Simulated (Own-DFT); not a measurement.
# Strain and stress in wurtzite AlN, 128 atoms (Al64N64)

These are calculations, not measurements. The program, named Own-DFT, is a retired in-house plane-wave density functional code that no person has reviewed. Each row is one single-point run on a periodic cell that was not relaxed, without spin or spin-orbit coupling.

Settings of every run: PBE; PseudoDojo norm-conserving scalar-relativistic files; cutoff 42 hartree; 3 x 3 x 3 k mesh centred on Gamma; Gaussian smearing of 0.01 eV.

Known limits: k mesh not checked against a denser one; stress not checked against mesh or cutoff.

Unstrained cell vectors in Å: (12.448, 0.000, 0.000); (-6.224, 10.780, 0.000); (0.000, 0.000, 9.964). The unstrained cell has measured lattice constants (interpolated for alloys), not those of this functional. That, the random moves and any unrelaxed bonds set the pressure at no strain. Each run strains this cell uniformly, with the atoms carried along. Every atom was also moved at random, by a Gaussian of width 0.05 Å on each axis. Strain is the symmetric tensor, in per cent. Stress is positive in tension, and the pressure is minus a third of its trace.

```
run,e_xx (%),e_yy (%),e_zz (%),e_yz (%),e_xz (%),e_xy (%),s_xx (GPa),s_yy (GPa),s_zz (GPa),s_yz (GPa),s_xz (GPa),s_xy (GPa),P (GPa),E (meV/atom)
1,-1.25,0.50,1.97,0.15,0.08,-0.30,-9.71,-2.61,2.35,0.51,0.22,-2.76,3.32,0.6
2,-1.69,-0.56,0.11,-1.77,-0.64,0.61,-16.77,-10.44,-5.58,-4.76,-2.04,3.70,10.93,28.4
3,-0.05,-0.94,0.99,1.37,-1.23,-1.17,-6.69,-10.70,-1.21,3.51,-3.64,-5.20,6.20,23.5
4,-1.56,-0.79,-1.55,-0.24,0.73,-1.83,-16.60,-13.99,-14.97,0.36,3.39,-7.17,15.19,50.8
5,-1.98,0.50,1.94,0.06,-1.11,-1.72,-14.43,-4.29,2.13,0.51,-2.08,-6.14,5.53,24.1
6,-0.29,-1.87,-1.32,0.00,0.57,-1.22,-12.16,-16.11,-12.12,0.45,1.20,-5.94,13.46,27.4
7,-1.41,-1.04,1.21,1.95,-0.32,0.65,-14.52,-10.29,-1.61,5.21,0.25,2.76,8.81,19.5
8,-1.13,-0.05,1.71,0.79,0.78,-0.03,-10.76,-5.26,1.02,2.23,1.96,0.09,5.00,13.6
9,-1.01,1.61,-0.80,-0.29,-1.97,0.43,-9.88,0.40,-9.82,-0.86,-5.94,1.81,6.43,23.4
10,1.20,0.71,1.04,1.50,-1.79,0.10,0.25,-0.57,0.03,3.74,-4.44,0.14,0.09,13.1
11,1.03,-1.28,1.62,0.29,0.64,-0.68,-0.86,-9.22,1.69,0.26,1.32,-1.62,2.80,0.0
12,-0.32,-1.47,-0.69,-0.97,-1.68,-0.14,-11.35,-12.17,-11.21,-2.57,-4.54,-0.41,11.57,37.4
13,1.34,-1.80,-0.85,-1.22,-1.47,-1.83,-2.43,-14.40,-10.91,-4.02,-4.37,-6.76,9.24,39.6
14,1.89,0.28,-0.45,1.84,-1.26,0.63,3.09,-3.46,-6.06,4.51,-3.11,2.55,2.14,10.2
15,-1.76,-1.80,-0.22,0.43,-0.05,0.83,-18.25,-17.83,-8.55,0.97,-0.04,4.93,14.88,41.5
16,-1.47,0.83,0.33,-1.59,-0.20,-1.27,?,?,?,?,?,?,?,?
```

E is the free energy for each atom above the lowest run shown.

## Worked fit

Each stress component was fitted by least squares to a constant and the strains of the runs shown, as fractions, with shears doubled. Shear strains stay in the fit of a normal stress only where such slopes are resolved. The slopes, in GPa:

```
stress  at no strain  per e_xx  per e_yy  per e_zz  scatter
  s_xx          -6.6  514 ± 14  134 ± 18   95 ± 15     0.67
  s_yy          -6.0  105 ± 20  479 ± 25  101 ± 21     0.94
  s_zz          -5.9   59 ± 16   45 ± 20  469 ± 17     0.75
```

Each shear stress against twice its own strain: yz 139 ± 4, xz 133 ± 10, xy 215 ± 14 GPa. These are stiffnesses along x, y and z of the frame in which the cell vectors are given, which need not be the crystal's axes. The atoms are held to the strained lattice; where symmetry lets them move under strain, relaxing them would lower some slopes. The table should be nearly symmetric about its diagonal, and what it lacks of that shows the noise. A ninth of its sum, 222 ± 4 GPa, estimates the bulk modulus near the mean pressure of these runs, 7.7 GPa, so it lies above the value at zero pressure.

## Withheld run

Question: what normal stresses and pressure should run 16 give?

The fit gives s_xx = -12.7, s_yy = -3.3, s_zz = -4.9 and P = 7.0 GPa. The calculation gave -11.64, -3.26, -4.72 and P = 6.54 GPa.
